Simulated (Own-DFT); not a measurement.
Simulation results for SiC (4H silicon carbide, strained, atoms displaced)

Computed with Own-DFT development build. A calculation, not a measurement: plane-wave PBE density functional theory by an unreviewed code, no spin, of a simulated periodic cell, stress positive in tension, free energy of the whole cell less one offset for each atom, forces on such cells passed a denser k mesh, this cell's mesh not checked; offsets are fitted by least squares, one for each functional and potential file, so energies compare only between cells with the same atoms and settings and are not formation energies; the far tail of each file's local potential was reset to the Coulomb form; each entry is a single point on an unrelaxed cell, so the pressure reflects the starting lattice, mostly measured values (interpolated for alloys), from which strain is counted, and rises with the displacements; printed positions are rounded, which can move forces by about a meV/angstrom; the program, named Own-DFT, is a retired in-house code; no spin-orbit coupling.

SiC (4H silicon carbide, strained, atoms displaced)

```cif
# cell vector a (Å): 9.3460 0.0764 0.1712
# cell vector b (Å): -4.6068 7.8428 -0.1698
# cell vector c (Å): 0.1864 -0.1058 10.0311
data_SiC
_symmetry_space_group_name_H-M 'P 1'
_symmetry_Int_Tables_number 1
_cell_length_a 9.3479
_cell_length_b 9.0973
_cell_length_c 10.0334
_cell_angle_alpha 92.130
_cell_angle_beta 87.891
_cell_angle_gamma 119.973
_cell_volume 738.46
loop_
_atom_site_label
_atom_site_type_symbol
_atom_site_fract_x
_atom_site_fract_y
_atom_site_fract_z
_atom_site_occupancy
Si1 Si 0.98503 0.99381 0.40820 1
Si2 Si 0.10590 0.21642 0.15630 1
C1 C 0.00058 0.00571 0.10605 1
C2 C 0.11951 0.22951 0.33888 1
Si3 Si 0.98855 0.32244 0.40494 1
Si4 Si 0.11741 0.55341 0.15648 1
C3 C 0.99978 0.33164 0.09403 1
C4 C 0.12165 0.55869 0.34869 1
Si5 Si 0.00083 0.67563 0.40469 1
Si6 Si 0.11508 0.89698 0.16488 1
C5 C 0.00599 0.66133 0.09953 1
C6 C 0.11533 0.89314 0.34251 1
Si7 Si 0.33607 0.00478 0.39980 1
Si8 Si 0.43472 0.21462 0.16184 1
C7 C 0.33729 0.99789 0.09472 1
C8 C 0.43120 0.21814 0.34651 1
Si9 Si 0.33886 0.34179 0.41189 1
Si10 Si 0.43932 0.55737 0.16470 1
C9 C 0.33082 0.33568 0.09653 1
C10 C 0.44335 0.55166 0.34182 1
Si11 Si 0.33474 0.66498 0.40322 1
Si12 Si 0.45579 0.88887 0.15644 1
C11 C 0.33690 0.67095 0.09310 1
C12 C 0.45327 0.89175 0.34183 1
Si13 Si 0.67232 0.00245 0.41081 1
Si14 Si 0.77230 0.22864 0.15968 1
C13 C 0.66073 0.99433 0.08893 1
C14 C 0.78400 0.22516 0.34700 1
Si15 Si 0.66564 0.33249 0.40996 1
Si16 Si 0.78199 0.55899 0.15427 1
C15 C 0.65776 0.32757 0.09078 1
C16 C 0.77641 0.55113 0.35642 1
Si17 Si 0.67081 0.67491 0.41302 1
Si18 Si 0.77391 0.88228 0.15366 1
C17 C 0.67154 0.65980 0.09049 1
C18 C 0.77720 0.89784 0.34620 1
Si19 Si 0.00727 0.01110 0.89120 1
Si20 Si 0.87732 0.77197 0.66118 1
C19 C 0.00349 0.00800 0.59655 1
C20 C 0.88201 0.78145 0.84564 1
Si21 Si 0.99346 0.66089 0.90388 1
Si22 Si 0.88047 0.43731 0.65850 1
C21 C 0.00404 0.66554 0.59871 1
C22 C 0.88053 0.43061 0.84393 1
Si23 Si 0.00494 0.33292 0.91182 1
Si24 Si 0.88074 0.11532 0.64771 1
C23 C 0.99885 0.32596 0.60131 1
C24 C 0.88318 0.11322 0.84691 1
Si25 Si 0.67553 0.00544 0.90812 1
Si26 Si 0.55814 0.77109 0.65633 1
C25 C 0.66888 0.00302 0.59438 1
C26 C 0.55631 0.78901 0.84949 1
Si27 Si 0.66358 0.67462 0.91491 1
Si28 Si 0.55207 0.43895 0.65500 1
C27 C 0.66490 0.66997 0.58358 1
C28 C 0.54635 0.44009 0.85452 1
Si29 Si 0.67083 0.33104 0.90319 1
Si30 Si 0.56440 0.12524 0.65608 1
C29 C 0.67533 0.34374 0.58699 1
C30 C 0.56028 0.11305 0.84913 1
Si31 Si 0.33824 0.00272 0.90301 1
Si32 Si 0.22360 0.77605 0.65944 1
C31 C 0.32729 0.00175 0.59511 1
C32 C 0.22047 0.77460 0.84609 1
Si33 Si 0.32399 0.67028 0.91054 1
Si34 Si 0.22520 0.44372 0.65155 1
C33 C 0.33269 0.67517 0.59265 1
C34 C 0.22682 0.44413 0.83859 1
Si35 Si 0.33025 0.32723 0.90610 1
Si36 Si 0.21566 0.10245 0.64608 1
C35 C 0.32171 0.32532 0.59895 1
C36 C 0.20822 0.09879 0.83896 1
```

```
functional                        : PBE
potential files                   : PseudoDojo norm-conserving, scalar-relativistic, standard set
wave cutoff                       : 42 hartree
occupations                       : Fermi-Dirac
smearing width                    : 0.1 eV
hardware                          : one NVIDIA H100
k mesh                            : 4 x 4 x 3 centred on Gamma
free energy of cell above offsets : -4.691 eV
pressure                          : 7.51 GPa
stress xx                         : -1.95 GPa
stress yy                         : -11.89 GPa
stress zz                         : -8.69 GPa
stress yz                         : -3.25 GPa
stress xz                         : 6.33 GPa
stress xy                         : 2.75 GPa
wall time                         : 342 s
```

Force:
```
element  x (eV/Å)  y (eV/Å)  z (eV/Å)
     Si      2.77     2.412     -0.29
     Si     0.298     2.812     0.512
      C     0.243    -3.028    -2.808
      C    -0.942     -1.11     2.072
     Si     2.979     2.787     0.957
     Si    -0.498     0.405     1.088
      C    -0.391    -0.237     0.635
      C    -2.007    -0.793    -0.719
     Si     1.642    -1.632     1.036
     Si      0.27    -1.089    -2.722
      C    -1.273     0.986    -0.995
      C    -0.868    -0.014     1.761
     Si     0.126    -1.929     1.732
     Si     0.196     1.706    -1.455
      C    -0.544    -0.447    -0.124
      C     2.516     1.741     0.171
     Si    -1.653    -1.792    -0.578
     Si     1.247    -0.543    -2.828
      C      0.05    -1.041    -0.385
      C     1.063     1.795     1.988
     Si    -0.376     1.006     0.893
     Si     -2.36      0.34     0.005
      C     0.185    -1.011     0.661
      C    -0.238     0.171     0.657
     Si     -2.25     0.354    -0.587
     Si     1.196    -1.011    -1.025
      C     1.958      1.39     1.471
      C    -2.219    -0.808    -0.626
     Si     -0.41    -0.481    -1.971
     Si      0.61    -1.424     1.073
      C     0.403     0.804     1.338
      C     -0.37     1.788      -2.3
     Si    -0.286    -1.043    -4.109
     Si     0.177     1.541      0.22
      C    -1.704     0.716     2.405
      C     0.981    -2.278    -0.908
     Si    -3.154    -2.195     3.226
     Si     1.623     1.036    -1.035
      C    -1.789    -2.353    -0.882
      C     0.552     -1.09      0.38
     Si    -0.055     0.658     0.796
     Si     2.055     1.566    -0.408
      C    -1.283     0.097    -0.326
      C     0.904     1.847       0.1
     Si    -0.417     0.281    -1.488
     Si     1.978     -1.52     2.935
      C    -0.858     2.495     -2.29
      C     1.862     0.291     -1.42
     Si    -1.571    -0.012    -0.207
     Si    -2.735     1.784      1.13
      C    -0.883    -0.623    -0.055
      C     0.204    -2.328    -0.998
     Si    -0.143    -0.962     -2.19
     Si    -1.147     0.729     1.165
      C     0.869    -1.428     4.148
      C     1.974     0.867    -2.291
     Si     -2.26     0.547     1.625
     Si    -0.951     -2.18     0.489
      C    -0.975    -1.348     2.061
      C     -0.46    -0.695    -1.773
     Si     -0.98    -0.407     0.857
     Si    -1.454     0.863    -0.146
      C     2.949    -0.445    -1.073
      C    -1.086     0.317    -0.196
     Si     2.534    -0.701    -0.972
     Si    -2.143     0.854     1.172
      C     2.623    -1.679    -0.362
      C    -0.802     0.148     1.332
     Si    -1.004     0.134     0.457
     Si    -0.916     0.972     2.111
      C     2.609     1.121    -1.528
      C      3.81     2.323    -0.587
```
